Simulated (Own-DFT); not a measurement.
AlN (wurtzite, atoms displaced) (calculated)

All values are calculated (Own-DFT development build). A calculation, not a measurement: plane-wave PBE density functional theory by an unreviewed code, no spin, of a simulated periodic cell, stress positive in tension, free energy of the whole cell less one offset for each atom, forces on such cells passed a denser k mesh, this cell's mesh not checked; offsets are fitted by least squares, one for each functional and potential file, so energies compare only between cells with the same atoms and settings and are not formation energies; the far tail of each file's local potential was reset to the Coulomb form; each entry is a single point on an unrelaxed cell, so the pressure reflects the starting lattice, mostly measured values (interpolated for alloys), from which strain is counted, and rises with the displacements; printed positions are rounded, which can move forces by about a meV/angstrom; the program, named Own-DFT, is a retired in-house code; no spin-orbit coupling.

Common to all runs: functional PBE; potential files PseudoDojo norm-conserving, scalar-relativistic, standard set; wave cutoff 42 hartree; occupations Fermi-Dirac; smearing width 0.1 eV; hardware one NVIDIA H100; k mesh 2 x 2 x 2 centred on Gamma.

(1) 
```xyz
128
Lattice="12.4480 0.0000 0.0000 -6.2240 10.7803 0.0000 0.0000 0.0000 9.9640" Properties=species:S:1:pos:R:3:force_x:R:1:force_y:R:1:force_z:R:1 formula=AlN free_energy_of_cell_above_offsets=-25.006 pressure=11.85 stress_xx=-14.26 stress_yy=-8.97 stress_zz=-12.32 stress_yz=1.47 stress_xz=0.2 stress_xy=-0.07 wall_time=417.3
Al     0.0200     1.6771     0.0768     -1.149      1.665     -0.902
Al     1.4573     0.8791     2.6535      4.949     -1.513     -0.587
N      0.1022     1.7449     2.0336     -3.078      2.469     -2.904
N      1.4764     0.9704     4.4648      0.866     -0.537      0.589
Al    -0.0708     1.9212     4.9231     -0.238     -2.618      0.968
Al     1.4992     1.1029     7.5513     -0.214     -2.234     -2.787
N     -0.1215     1.7801     6.8159      1.647      1.286       1.08
N      1.3757     0.8106     9.3143      3.172      1.689      0.568
Al    -1.5139     4.4420     0.1021     -0.213      0.837     -3.143
Al    -0.0100     3.6780     2.2352      1.498     -3.447      3.326
N     -1.4385     4.5862     1.9695     -2.636     -0.895     -1.072
N     -0.0458     3.6415     4.6427     -0.503      1.492     -2.898
Al    -1.6082     4.5861     4.8581     -0.475     -2.615      3.404
Al     0.0654     3.6298     7.5064     -1.582      0.094     -1.022
N     -1.5607     4.5904     7.0364      0.417     -1.309      -1.29
N      0.1547     3.5655     9.4060     -2.356     -1.015      1.699
Al    -3.1342     7.1488     0.0759     -0.271      0.805     -1.279
Al    -1.5482     6.2332     2.6660     -0.201      2.532     -2.942
N     -3.2438     7.0315     1.9206      9.696      4.789     -1.666
N     -1.4833     6.3171     4.4190     -0.439      1.682       1.02
Al    -3.1075     7.2988     5.0049     -1.147     -3.197     -0.919
Al    -1.4657     6.3524     7.6452     -0.819     -1.651     -1.954
N     -3.0468     7.1083     6.8069      1.766      1.528      1.398
N     -1.5740     6.2861     9.4479      0.592      0.243       1.76
Al    -4.7007     9.9601     0.0144      2.382     -2.055      1.218
Al    -2.8975     8.9464     2.5335      -5.25     -1.083      1.072
N     -4.5441     9.8372     1.9210     -0.964      0.867      0.725
N     -3.1500     8.9843     4.4334      1.868      0.718     -1.036
Al    -4.7338     9.8230     4.9705      1.618      2.496     -1.609
Al    -3.1423     8.8705     7.3989      0.004       1.96      0.452
N     -4.5650     9.8378     6.6950     -1.376      0.699      4.068
N     -3.0703     9.0303     9.2604     -0.801     -1.333      1.982
Al     3.1785     1.5483     0.0963     -0.993      3.061      -1.69
Al     4.7041     0.8886     2.5018     -2.013      0.597     -0.181
N      3.2676     1.8778     1.8212     -1.959     -1.286      2.321
N      4.5908     0.9928     4.3295      1.129     -2.183      2.239
Al     3.1451     1.8069     5.0972     -1.919      0.501     -3.791
Al     4.6294     0.8985     7.3098     -0.049       0.53      4.278
N      3.1917     1.8688     6.8860     -1.866     -3.317     -0.003
N      4.7051     0.9485     9.3434      0.713     -1.696      -0.54
Al     1.6106     4.5120     0.0512      1.665     -0.144     -0.291
Al     3.1799     3.7223     2.3783     -4.175     -5.408      3.067
N      1.5492     4.3305     2.0617       0.47      4.148     -2.322
N      3.1494     3.5883     4.2871      0.547      0.318      2.452
Al     1.5670     4.4291     4.9454      0.762     -1.325      0.978
Al     3.2029     3.4917     7.3239     -2.501      4.178      4.816
N      1.6462     4.4258     6.9733     -0.303      1.004     -2.019
N      3.2150     3.7660     9.4179     -1.788     -2.818     -1.544
Al    -0.0161     7.1639     0.1424      1.327      0.168     -2.651
Al     1.4728     6.4226     2.6530      3.224     -2.314     -3.994
N      0.1462     7.2777     1.9415     -3.682      0.622      0.567
N      1.6053     6.1341     4.3210     -0.423      2.893      4.577
Al     0.0972     7.1209     5.0551     -0.653      0.181      -0.38
Al     1.5615     6.3164     7.4618      4.522      -3.52      1.115
N      0.1623     7.1391     7.0064     -3.986      3.274     -2.874
N      1.6259     6.2166     9.2588     -0.614       2.19      3.481
Al    -1.5706     9.8234     0.1423     -0.345      1.399     -4.706
Al     0.0445     9.1060     2.5464     -5.368     -3.487     -1.221
N     -1.6015     9.8638     1.8824      3.227      0.723      1.515
N     -0.1093     9.0792     4.2585      2.999     -2.649      4.392
Al    -1.4027     9.8509     5.1119     -4.753      2.049     -1.155
Al     0.0942     9.0198     7.4018     -3.723     -0.936      2.829
N     -1.7018    10.0042     6.9130      2.751     -4.082     -1.124
N     -0.0503     9.0403     9.3712      1.704      -0.86      0.938
Al     6.3452     1.7626     0.0295     -4.674      2.325      1.674
Al     7.8457     0.9005     2.5654     -4.445      0.183      1.476
N      6.1980     1.6653     1.9463      2.339      1.337      -1.11
N      7.5696     0.9258     4.4214      4.556       -2.2      0.422
Al     6.1566     1.7075     5.0510     -1.398      2.429     -1.676
Al     7.5409     0.9391     7.5742      5.247     -3.057     -2.307
N      6.2178     1.6594     6.8898      -3.06      3.006     -2.286
N      7.6625     1.0343     9.2397      4.845     -3.264      3.966
Al     4.6620     4.4729     0.1448      1.719      0.828     -3.117
Al     6.2771     3.5782     2.5197     -0.678      -0.32     -2.641
N      4.5319     4.4357     1.8690      7.551      4.209      1.427
N      6.3117     3.5347     4.2844     -5.419     -2.215       1.93
Al     4.7086     4.5275     5.1521     -0.344     -1.064     -3.747
Al     6.1775     3.4397     7.5210      1.231      2.423     -2.461
N      4.6148     4.4132     6.9275      3.381      1.648      0.191
N      6.3058     3.5534     9.2451     -1.473      0.128      3.619
Al     3.2878     7.2902     0.0635     -2.097     -1.968       0.73
Al     4.5638     6.3576     2.5908      2.823     -1.673      -1.83
N      3.1102     7.1840     2.0286     -1.768      1.934     -0.953
N      4.6532     6.2932     4.4324     -0.518     -0.364      0.638
Al     3.1253     7.1836     4.9274     -0.302     -0.486       1.33
Al     4.8094     6.2234     7.6278     -1.584      0.237      0.107
N      3.2407     7.2307     6.9857      -1.17     -2.745     -2.352
N      4.8296     6.4136     9.5437      -3.31      -3.18     -1.559
Al     1.4836     9.8855     0.2905      0.458     -0.038     -3.416
Al     2.9999     9.2847     2.7421      3.921     -2.356     -9.624
N      1.4588     9.8453     2.1986      3.685      4.103      -4.26
N      3.0438     8.9791     4.2805      0.456      -1.31      9.948
Al     1.5663     9.8639     5.0266     -1.241      1.052     -1.785
Al     2.8893     8.8579     7.4806      3.753      2.789      1.273
N      1.5127     9.8484     6.8253      0.897      1.784      0.381
N      3.1834     9.0126     9.3786     -5.395     -1.195     -0.434
Al     9.4269     1.8399     9.9221     -2.244      0.075     -0.302
Al    10.9975     0.8947     2.3430     -2.699     -0.828      2.163
N      9.0695     1.8099     1.8425      6.145      0.643     -1.827
N     10.7894     0.8350     4.3436      0.304      0.463     -0.692
Al     9.3023     1.7022     5.0220     -0.546      1.432     -1.159
Al    10.7339     1.0899     7.3701      8.954     -7.493      2.906
N      9.4288     1.8262     6.9426     -9.006     -4.068     -5.557
N     10.8465     0.8219     9.2555      0.333      1.617      1.898
Al     7.7043     4.5932     9.7776      1.569     -4.415      2.454
Al     9.4169     3.5956     2.3896     -1.574     -0.453      1.042
N      7.8828     4.4064     1.8358     -1.864      1.822      -0.72
N      9.2988     3.5108     4.2980      1.195      0.129      0.303
Al     7.6666     4.3335     4.7913       5.15      3.881      3.439
Al     9.3487     3.3349     7.3947     -0.438      12.53      2.702
N      7.8447     4.5373     6.8112     -1.086     -2.153       0.37
N      9.3580     3.6483     9.3620      0.609     -1.125      0.384
Al     6.2641     7.2771     9.8090      2.626       0.93      2.309
Al     7.8462     6.3838     2.3930     -8.023     -5.217      4.045
N      6.2481     7.1915     1.9599     -1.244      0.199     -0.385
N      7.7207     6.1658     4.3613      0.444      2.403      0.004
Al     6.1159     7.2194     4.9239      3.123     -0.021      0.999
Al     7.9705     6.3670     7.5656      -2.73     -2.306     -3.673
N      6.2178     7.2617     7.1636      1.536     -1.141     -2.722
N      7.7449     6.2110     9.2803      1.323      4.275      2.414
Al     4.5626     9.8367     9.8400      5.226      1.833      1.441
Al     6.0886     8.9906     2.5153      3.804     -1.236     -0.604
N      4.7173     9.8564     1.8451     -3.435      1.815     -0.292
N      6.1770     9.1502     4.4110     -1.115     -3.342     -1.064
Al     4.6281     9.8425     5.0022     -0.197      1.494      0.928
Al     6.2320     9.0579     7.3556      1.001      0.789      1.672
N      4.6921     9.8886     6.8667     -2.523       0.76      0.094
N      6.3448     9.0586     9.5155     -3.292      -0.44     -2.523
```

Units: free_energy_of_cell_above_offsets in eV; pressure, stress_xx, stress_yy, stress_zz, stress_yz, stress_xz, stress_xy in GPa; wall_time in s; force_x, force_y, force_z in eV/Å.

(2) 
```xyz
128
Lattice="12.4480 0.0000 0.0000 -6.2240 10.7803 0.0000 0.0000 0.0000 9.9640" Properties=species:S:1:pos:R:3:force_x:R:1:force_y:R:1:force_z:R:1 formula=AlN free_energy_of_cell_above_offsets=-20.438 pressure=12.81 stress_xx=-14.27 stress_yy=-10.21 stress_zz=-13.96 stress_yz=-0.32 stress_xz=-0.45 stress_xy=0.55 wall_time=389.8
Al     0.0608     1.7036     9.8936     -11.82      6.039      3.804
Al     1.4950     0.8219     2.5677      1.137       3.99      0.111
N      0.0722     1.8444     1.7799     -1.282     -0.796      1.911
N      1.6181     0.8824     4.4382     -2.101      0.102     -0.138
Al    -0.1063     1.9412     5.0832      1.003     -4.804     -1.477
Al     1.4925     0.9415     7.5788      1.269      2.202     -1.189
N     -0.0471     1.8228     6.8818      0.398     -0.367      1.373
N      1.4070     1.1634     9.4746      9.704     -7.903       -5.4
Al    -1.6745     4.3848     0.0447      2.705      1.509      0.333
Al     0.0357     3.5110     2.5531      -1.81      0.377     -0.721
N     -1.8857     4.5005     1.8744      4.487      1.512      0.588
N     -0.0157     3.5839     4.4730      1.552      0.712     -1.496
Al    -1.4119     4.4730     5.0734     -3.756      1.311      -1.79
Al     0.1116     3.5998     7.4882     -0.192      0.608      0.194
N     -1.4814     4.5314     6.8699     -0.064     -1.759      0.933
N     -0.0032     3.5971     9.3605     -1.246      0.177       0.39
Al    -3.0966     7.1622     9.9223     -0.931      2.729      0.205
Al    -1.4594     6.2951     2.5710     -1.035      -0.14     -4.957
N     -2.9940     7.2958     1.7851     -1.129     -3.274      1.615
N     -1.5878     6.2941     4.2473     -1.018     -1.487      5.285
Al    -3.1843     7.1397     5.0130      1.598      0.276     -2.492
Al    -1.5169     6.1446     7.5353      0.765      4.407      0.351
N     -3.0196     7.2651     6.7550     -1.081     -1.951      3.446
N     -1.5508     6.4603     9.4241      1.452     -2.643     -1.284
Al    -4.9039     9.8009     9.9287      4.044      1.575       0.97
Al    -3.1293     8.9244     2.3881      0.674      2.611      1.007
N     -4.8365     9.9708     1.9868      9.545      1.961     -4.121
N     -2.9749     8.9701     4.5168     -5.403     -3.915     -3.571
Al    -4.5361     9.7275     4.8964     -1.796      3.449        1.1
Al    -3.1915     8.9956     7.3989      2.477      1.786      1.827
N     -4.6741    10.0709     6.9636      0.065     -3.511     -1.658
N     -3.0995     9.2722     9.5297     -1.249     -2.637     -1.336
Al     3.0117     1.7408     9.9220       1.68      1.458      1.767
Al     4.4848     0.8473     2.4101      3.763      0.336      2.561
N      3.1645     1.8413     1.8495     -2.601       0.62      0.041
N      4.5099     0.8605     4.4420     -0.889     -0.202     -1.452
Al     2.9660     1.9585     5.0986      1.343     -3.025     -5.294
Al     4.7238     0.9366     7.6621     -0.869     -1.142     -5.041
N      3.1274     2.0000     6.7354      -0.14     -4.444      6.383
N      4.5954     0.8794     9.3862     -0.241      0.026      2.211
Al     1.5294     4.4637     0.0135      0.357     -1.569      0.252
Al     3.0933     3.7724     2.6391      2.272     -2.246     -2.661
N      1.5298     4.3496     2.0196     -0.391      3.349      -2.34
N      3.0514     3.6875     4.4280       2.88     -1.912     -0.752
Al     1.6267     4.3897     5.0063     -2.721      4.458      1.358
Al     3.0768     3.5238     7.5365      2.876      1.685     -2.791
N      1.7750     4.4533     6.9117     -4.992      1.858     -1.361
N      3.0510     3.4851     9.2018      0.212      1.161       6.37
Al     0.0390     7.2974     0.1259     -0.457     -1.185     -3.014
Al     1.6039     6.3800     2.4197     -0.127     -0.996      1.545
N      0.0544     7.2437     1.8877     -0.186     -1.382      0.005
N      1.5414     6.4579     4.2711     -6.475     -5.224      0.017
Al    -0.1953     7.1577     5.0787      3.245      1.934     -3.576
Al     1.6502     6.2661     7.6648     -1.323      0.112     -13.84
N      0.0540     7.1779     6.8022     -0.363     -1.725      3.956
N      1.6500     6.1744     9.1878     -4.159     -1.868      12.17
Al    -1.4469     9.9094     0.1239     -0.703      -0.19       -1.5
Al    -0.0222     9.0204     2.3567      7.127     -2.078      5.177
N     -1.3686     9.8131     2.0065     -8.197      3.808     -3.027
N      0.0129     8.9107     4.2974     -0.755      0.932       1.48
Al    -1.6414     9.7746     4.9923      7.181      3.691      1.211
Al     0.0055     8.8782     7.5391      0.245      0.813     -2.255
N     -1.3818     9.8778     6.8826     -2.758      0.509      0.853
N      0.1336     9.0020     9.3215     -4.485     -1.924        1.2
Al     6.0631     1.8475     9.9166      2.756     -2.387      2.363
Al     7.7692     0.9247     2.3768      1.634      0.142      1.102
N      6.2754     1.7422     1.9430     -3.104      2.204     -0.136
N      7.9643     0.8267     4.4689     -3.678      0.801     -0.716
Al     6.0473     1.6010     4.9097      2.531      1.501       0.61
Al     7.8308     0.8382     7.2021     -0.513      3.727      2.581
N      6.1295     1.8514     6.8958      1.502     -2.065     -1.288
N      7.7019     0.8686     9.5133     -1.335      0.651     -2.631
Al     4.6190     4.5250     9.7846      0.458     -3.518      1.141
Al     6.2328     3.7173     2.4408     -1.869     -3.252      0.425
N      4.7436     4.5680     1.8125     -1.969     -2.962     -0.941
N      6.0881     3.7494     4.3699      7.547     -4.505     -3.249
Al     4.7330     4.2704     5.0123     -6.485      5.901      3.839
Al     6.2887     3.5298     7.4669     -1.026      1.436      1.215
N      4.6348     4.4840     6.9841      1.753      0.325     -0.747
N      6.2333     3.5034     9.4629       0.46      4.021     -1.583
Al     2.9959     6.9515     9.8332      4.751       5.87        3.1
Al     4.7514     6.1975     2.3609     -0.347        4.3      2.435
N      3.1959     7.1622     2.0475     -1.232      0.024     -3.242
N      4.6313     6.3081     4.3203      1.133     -1.519      1.314
Al     2.9836     7.0080     4.7646      5.554      3.931      2.497
Al     4.7082     6.3747     7.4161     -2.387     -1.904      0.181
N      3.0244     7.2075     6.9450      2.001     -0.759     -1.251
N      4.6954     6.2318     9.3952     -2.542      0.579     -2.016
Al     1.4906     9.8409     9.8810      1.733      4.119      3.206
Al     3.0041     9.0933     2.5445      2.757     -1.236     -3.271
N      1.5899    10.0011     1.9379     -1.761     -2.477     -1.857
N      3.0718     8.8694     4.2338      1.161      1.487      6.216
Al     1.6938     9.9397     5.1697     -1.614     -3.381     -8.163
Al     3.1018     8.9647     7.3115      -0.36      0.256      3.306
N      1.5465     9.9026     6.8167      0.196     -1.676      4.361
N      2.9263     9.1044     9.4236      5.356     -3.971     -2.267
Al     9.2548     1.7367     9.7911      0.245     -0.469      1.764
Al    10.8939     1.0204     2.4800      0.663     -1.845     -3.055
N      9.3703     1.7799     1.8070     -0.672      1.286      0.446
N     10.8978     0.7595     4.2003      1.448      1.278      4.433
Al     9.4473     1.6624     4.8710      -0.05      2.128      1.832
Al    10.9927     0.7773     7.5859     -1.663      1.231      -3.63
N      9.4274     2.0038     6.8881      0.421      -5.47     -0.607
N     10.7903     0.7101     9.2882      1.573       3.27      2.135
Al     7.9173     4.5212     0.1612     -2.112     -0.762     -4.427
Al     9.1797     3.6556     2.5671      1.984     -3.702      0.645
N      7.7575     4.4684     1.8766     -0.227      1.303      2.359
N      9.3356     3.4668     4.4659      0.451      2.076     -1.284
Al     7.7665     4.4298     4.9166     -0.084     -0.007      1.343
Al     9.3402     3.6424     7.5096      2.151     -0.438      0.731
N      7.8771     4.2900     6.8601     -2.622       4.07     -0.984
N      9.3176     3.5714     9.4287      -0.47     -0.088     -1.849
Al     6.2184     6.9022     9.8593       0.27      5.221      2.663
Al     7.8526     6.2040     2.4687     -1.161      3.544      0.325
N      6.2148     7.2508     1.9090      2.454     -1.621     -1.037
N      7.7143     6.3663     4.4472      1.033     -2.337     -0.695
Al     6.1734     7.2664     4.9510     -1.644     -4.081     -0.045
Al     7.8178     6.2331     7.3660       0.24     -0.339      0.571
N      6.2400     7.2350     7.0927      1.389     -2.983     -3.315
N      7.7929     6.3259     9.3291      2.232     -2.356     -0.592
Al     4.8276     9.9810     0.1718     -2.685     -4.472     -1.542
Al     6.3989     9.1235     2.4668     -8.466     -7.817      3.318
N      4.8544     9.7777     1.9239     -3.002       2.79      1.052
N      6.3437     8.8597     4.3601     -0.058      4.064      1.043
Al     4.7006     9.8887     5.1438     -0.361     -1.086     -10.39
Al     6.2767     8.9254     7.2157      0.211      3.559      3.648
N      4.7042     9.7877     6.7482     -0.182      0.967      6.664
N      6.2066     8.8790     9.3595     -1.675     -0.361      -1.51
```

Units: free_energy_of_cell_above_offsets in eV; pressure, stress_xx, stress_yy, stress_zz, stress_yz, stress_xz, stress_xy in GPa; wall_time in s; force_x, force_y, force_z in eV/Å.
